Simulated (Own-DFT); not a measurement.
# Stretching a layer in its plane: wurtzite AlGaN with randomly placed atoms, 72 atoms (Al27Ga9N36)

Source: density functional calculations with Own-DFT, an unreviewed in-house program that is no longer used. Nothing was measured or relaxed, and spin and spin-orbit coupling are left out.

Common settings: PBE; PseudoDojo norm-conserving scalar-relativistic files (stringent for Ga); cutoff 96 hartree; 4 x 4 x 3 k mesh centred on Gamma; Gaussian smearing of 0.01 eV.

Limits: forces on such cells passed a denser k mesh, each cell not checked; stress not checked against mesh or cutoff.

Unstrained cell vectors in Å: (9.394, 0.000, 0.000); (-4.697, 8.135, 0.000); (0.000, 0.000, 10.066). The unstrained cell has measured lattice constants (interpolated for alloys), not those of this functional. That, the random moves and any unrelaxed bonds set the pressure at no strain. Each run strains x and y alike by e, as a substrate would, and holds the height along z. Random moves of width 0.05 Å per axis were added to every atom. The random placing of the alloy's atoms differs from row to row. Stress is positive in tension.

```
e (%),u (Å),(s_xx + s_yy)/2 (GPa),s_zz (GPa)
-3.00,0.050,-25.49,-13.07
-2.75,0.048,-23.74,-11.22
-2.25,0.049,-19.61,-10.96
-2.00,0.054,-19.06,-10.22
-1.25,0.049,-13.20,-10.14
-0.50,0.051,-9.99,-6.78
0.25,0.050,-4.68,-7.43
0.75,0.054,?,?
1.75,0.051,3.12,-5.10
2.00,0.045,4.58,-4.05
```

## Fit

With e as a fraction, the in-plane stress is -6.3 + 577 e - 1895 e² GPa (errors 12 and 738, scatter 0.52), and s_zz is -7.4 + 159 e GPa (slope ± 15, scatter 0.78). At e = 0 the first slope is C11 + C12 and the second 2 C13, both with the ions held to the strained lattice and at the cell's own pressure. A free layer would change its height as e changes, and the in-plane slope would drop by 2 C13²/C33 to the biaxial modulus. At fixed height, a misfit of 1 % moves the in-plane stress by about 5.8 GPa and s_zz by 1.6 GPa.

## Test on the hidden row

Asked: what are the two stresses at e = 0.75 %?

The fitted form gives -2.1 and -6.2 GPa. DFT gave -2.29 and -4.93 GPa.
